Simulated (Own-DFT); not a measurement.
Simulation results for AlN (wurtzite, strained, atoms displaced)

Computed with Own-DFT development build. A calculation, not a measurement: plane-wave PBE density functional theory by an unreviewed code, no spin, of a simulated periodic cell, stress positive in tension, free energy of the whole cell less one offset for each atom, forces on such cells passed a denser k mesh, this cell's mesh not checked; offsets are fitted by least squares, one for each functional and potential file, so energies compare only between cells with the same atoms and settings and are not formation energies; the far tail of each file's local potential was reset to the Coulomb form; each entry is a single point on an unrelaxed cell, so the pressure reflects the starting lattice, mostly measured values (interpolated for alloys), from which strain is counted, and rises with the displacements; printed positions are rounded, which can move forces by about a meV/angstrom; the program, named Own-DFT, is a retired in-house code; no spin-orbit coupling.

AlN (wurtzite, strained, atoms displaced)

```
CELL_PARAMETERS angstrom
12.50930 -0.15880 0.15900
-6.39220 10.67170 -0.15580
0.12730 -0.07060 9.88840
ATOMIC_POSITIONS crystal
Al 0.08687 0.16995 0.99724
Al 0.15689 0.07539 0.24615
N 0.07643 0.16628 0.18821
N 0.17322 0.08671 0.44547
Al 0.07762 0.16589 0.49895
Al 0.16524 0.08282 0.74483
N 0.07682 0.16529 0.68910
N 0.17294 0.09152 0.94691
Al 0.09213 0.42670 0.00143
Al 0.16939 0.34013 0.24752
N 0.08100 0.40796 0.19700
N 0.16566 0.33421 0.44020
Al 0.08657 0.42174 0.50605
Al 0.15941 0.32275 0.74550
N 0.08137 0.41954 0.69201
N 0.16020 0.33433 0.94607
Al 0.07485 0.66017 0.00737
Al 0.16951 0.58598 0.25394
N 0.08610 0.67094 0.19157
N 0.16664 0.58610 0.44956
Al 0.09165 0.67289 0.49565
Al 0.16923 0.57853 0.74306
N 0.08530 0.65925 0.69154
N 0.16385 0.57997 0.94467
Al 0.07977 0.91720 0.00142
Al 0.17268 0.83302 0.24635
N 0.08939 0.92167 0.18976
N 0.16784 0.83342 0.43941
Al 0.08734 0.91725 0.50688
Al 0.17219 0.83618 0.75478
N 0.08073 0.91307 0.68886
N 0.15824 0.81987 0.94664
Al 0.33648 0.16456 0.99698
Al 0.40930 0.07991 0.25767
N 0.33345 0.17182 0.19937
N 0.41767 0.08411 0.43940
Al 0.33406 0.17253 0.50730
Al 0.40553 0.07535 0.74721
N 0.33337 0.16694 0.69036
N 0.42031 0.09289 0.94537
Al 0.33348 0.41834 0.00251
Al 0.41613 0.33384 0.24812
N 0.32450 0.41016 0.19887
N 0.42640 0.33325 0.43743
Al 0.32913 0.41824 0.50349
Al 0.41265 0.33831 0.74173
N 0.33322 0.42203 0.68887
N 0.42074 0.33686 0.94393
Al 0.34071 0.67067 0.99705
Al 0.41924 0.58467 0.25033
N 0.33412 0.66347 0.18758
N 0.42038 0.58609 0.43564
Al 0.33606 0.67089 0.49770
Al 0.42194 0.58424 0.75343
N 0.32843 0.67254 0.68833
N 0.42032 0.58080 0.93770
Al 0.32848 0.91592 0.00288
Al 0.42394 0.83679 0.24901
N 0.33023 0.91640 0.19426
N 0.41806 0.83475 0.43693
Al 0.33489 0.92098 0.49934
Al 0.41967 0.83323 0.75713
N 0.32709 0.91493 0.68934
N 0.41771 0.82695 0.94192
Al 0.58211 0.17151 0.00137
Al 0.66231 0.08413 0.23666
N 0.58137 0.17239 0.19346
N 0.66821 0.07903 0.44006
Al 0.58115 0.15500 0.50326
Al 0.66947 0.07996 0.74000
N 0.58203 0.16346 0.69528
N 0.66748 0.07929 0.93513
Al 0.57036 0.40507 0.99854
Al 0.66030 0.33528 0.24745
N 0.58679 0.41906 0.18953
N 0.66679 0.32868 0.44240
Al 0.58230 0.41332 0.50447
Al 0.66820 0.34369 0.75262
N 0.58513 0.41449 0.68249
N 0.66568 0.32809 0.94221
Al 0.56891 0.64913 0.00255
Al 0.65895 0.57652 0.24035
N 0.58026 0.65908 0.18687
N 0.66863 0.58950 0.43402
Al 0.57152 0.66697 0.51139
Al 0.65891 0.58360 0.75188
N 0.57913 0.66286 0.68996
N 0.66834 0.59174 0.94402
Al 0.58163 0.91507 0.00093
Al 0.66926 0.84061 0.25149
N 0.58082 0.92096 0.19011
N 0.66578 0.83396 0.44256
Al 0.58856 0.92628 0.48749
Al 0.66423 0.83816 0.74656
N 0.58282 0.91980 0.69100
N 0.67071 0.83600 0.94520
Al 0.82720 0.16389 0.00245
Al 0.92010 0.08874 0.25581
N 0.83531 0.15892 0.19122
N 0.91605 0.08495 0.44414
Al 0.82993 0.17208 0.50422
Al 0.91456 0.07993 0.74142
N 0.83692 0.17651 0.69040
N 0.91944 0.08448 0.94463
Al 0.83438 0.41776 0.00485
Al 0.91526 0.33412 0.24903
N 0.83545 0.41795 0.18521
N 0.92149 0.33170 0.43840
Al 0.82762 0.40947 0.50250
Al 0.91690 0.32943 0.74973
N 0.82822 0.41224 0.69164
N 0.92440 0.33523 0.94460
Al 0.83492 0.66956 0.99535
Al 0.90989 0.57531 0.24474
N 0.82905 0.66894 0.19651
N 0.91606 0.58242 0.43788
Al 0.82952 0.66501 0.50302
Al 0.91344 0.58802 0.75662
N 0.83890 0.67792 0.68945
N 0.91354 0.58154 0.93818
Al 0.84007 0.92449 0.00234
Al 0.91999 0.82728 0.25081
N 0.83710 0.91303 0.18596
N 0.90872 0.82535 0.43769
Al 0.83379 0.90908 0.50551
Al 0.91745 0.83134 0.76371
N 0.84227 0.91968 0.68352
N 0.90987 0.83262 0.94666
```

| Property | Result |
| --- | --- |
| functional | PBE |
| potential files | PseudoDojo norm-conserving, scalar-relativistic, standard set |
| wave cutoff | 42 hartree |
| occupations | Fermi-Dirac |
| smearing width | 0.1 eV |
| hardware | one NVIDIA H100 |
| k mesh | 2 x 2 x 2 centred on Gamma |
| stress yy | withheld |

Questions
1. Give the missing stress yy for AlN (wurtzite, strained, atoms displaced).

Answers
1. -16.12 GPa

Further results for AlN (wurtzite, strained, atoms displaced):

| Property | Result |
| --- | --- |
| free energy of cell above offsets | -49.134 eV |
| pressure | 10.73 GPa |
| stress xx | -5.69 GPa |
| stress zz | -10.39 GPa |
| stress yz | -1.99 GPa |
| stress xz | 2.61 GPa |
| stress xy | -5.91 GPa |
| wall time | 408.2 s |

Force:
```csv
element,x (eV/Å),y (eV/Å),z (eV/Å)
Al,-1.17,-0.303,1.099
Al,0.099,4.119,1.39
N,2.399,0.43,0.428
N,-1.74,-0.629,-0.236
Al,1.281,0.116,-0.678
Al,-0.673,0.046,0.772
N,2.083,-1.036,-0.34
N,-0.251,-1.565,-1.736
Al,-0.969,-2.993,1.209
Al,-1.651,-2.911,1.255
N,-0.804,2.722,-0.858
N,0.064,0.329,0.771
Al,-0.331,-1.111,-1.166
Al,-0.937,3.278,1.538
N,1.711,-2.435,-0.286
N,2.418,0.531,-1.594
Al,1.441,-0.662,-1.149
Al,-0.58,-0.945,-0.249
N,0.059,-2.068,0.544
N,1.3,0.148,-1.727
Al,-2.188,-1.679,1.481
Al,-2.197,1.539,2.072
N,-1.263,1.403,0.079
N,0.689,2.956,-1.01
Al,0.65,0.007,-0.105
Al,-2.714,0.239,1.232
N,0.374,-3.275,-0.464
N,0.091,1.267,-0.26
Al,-1.123,-0.618,-2.148
Al,-2.037,-2.82,-0.172
N,0.88,0.352,2.208
N,-0.289,3.136,-0.693
Al,-1.662,1.393,1.997
Al,-0.141,1.69,-1.269
N,0.352,-2.23,-1.695
N,-0.315,0.07,1.594
Al,1.107,-0.582,-2.164
Al,1.793,2.62,0.744
N,-0.352,0.265,1.043
N,0.361,-3.056,-1.322
Al,-0.757,-1.517,0.364
Al,-0.284,0.704,0.912
N,3.186,2.155,-1.848
N,-2.628,0.418,0.901
Al,1.199,-0.2,-1.99
Al,1.312,-0.451,1.062
N,-0.029,-1.347,0.592
N,-3.36,-1.264,-1.98
Al,-1.354,-2.725,0.687
Al,-0.566,-0.527,-0.21
N,0.444,0.734,0.44
N,-1.992,-0.679,1.204
Al,0.013,-0.349,0.165
Al,-2.678,0.379,-0.477
N,3.286,-0.561,0.14
N,-2.741,-0.63,-0.228
Al,0.652,-0.075,-0.091
Al,-2.455,-1.273,0.089
N,2.6,0.297,-1.118
N,-0.24,0.794,0.34
Al,0.099,-1.095,-0.333
Al,-1.162,0.615,-1.342
N,2.17,-0.157,0.189
N,-1.382,2.535,0.067
Al,1.638,-1.844,-0.145
Al,0.705,1.862,1.557
N,0.432,-1.878,-0.679
N,-0.852,3.28,-1.498
Al,-0.69,1.953,-0.02
Al,-1.546,2.373,1.966
N,-0.415,-0.196,-0.341
N,-1.474,0.555,0.744
Al,4.144,2.981,0.897
Al,1.43,0.454,1.408
N,-1.023,-2.233,-1.269
N,-0.812,-0.417,-0.594
Al,1.325,1.573,-2.83
Al,0.707,-2.676,-0.125
N,-1.526,0.892,2.924
N,-0.885,2.506,-0.216
Al,2.71,4.327,0.549
Al,0.519,3.062,2.137
N,-0.754,1.16,0.481
N,-1.177,-1.409,1.467
Al,3.161,0.389,-3.204
Al,1.876,0.484,-0.173
N,0.478,1.26,1.187
N,0.481,-2.596,-1.104
Al,1.411,0.215,-0.693
Al,1.244,-1.2,-0.813
N,1.652,-0.933,-0.386
N,-0.471,0.163,0.248
Al,0.304,-4.213,2.062
Al,1.382,-0.081,1.141
N,0.523,-1.791,-1.433
N,-1.04,-0.911,-0.898
Al,2.015,0.606,-0.518
Al,-0.376,-1.889,-0.341
N,-2.362,1.097,-0.028
N,-0.819,-0.778,0.485
Al,1.856,-0.748,-1.178
Al,-1.315,1.012,1.959
N,0.806,-3.811,-0.614
N,-0.47,0.769,-2.019
Al,0.486,-1.092,-2.278
Al,0.342,-0.85,-0.022
N,-0.347,-1.942,1.122
N,-1.35,0.933,0.417
Al,1.052,1.547,-0.388
Al,-1.305,3.309,1.859
N,0.941,1.029,0.459
N,-1.58,-0.119,-0.131
Al,-0.67,-1.08,1.975
Al,-0.459,2.977,1.861
N,1.768,-2.414,-2.378
N,0.233,-0.256,0.429
Al,0.683,-0.611,-1.318
Al,1.508,-0.654,-2.722
N,-0.591,-2.904,1.145
N,-0.554,0.337,1.514
Al,-1.385,-1.195,0.244
Al,-1.446,1.775,0.28
N,-0.438,0.65,1.927
N,1.814,1.917,0.642
Al,-0.563,0.857,-2.709
Al,-0.825,1.66,-1.823
N,-1.104,-1.774,2.463
N,1.9,1.007,-0.334
```
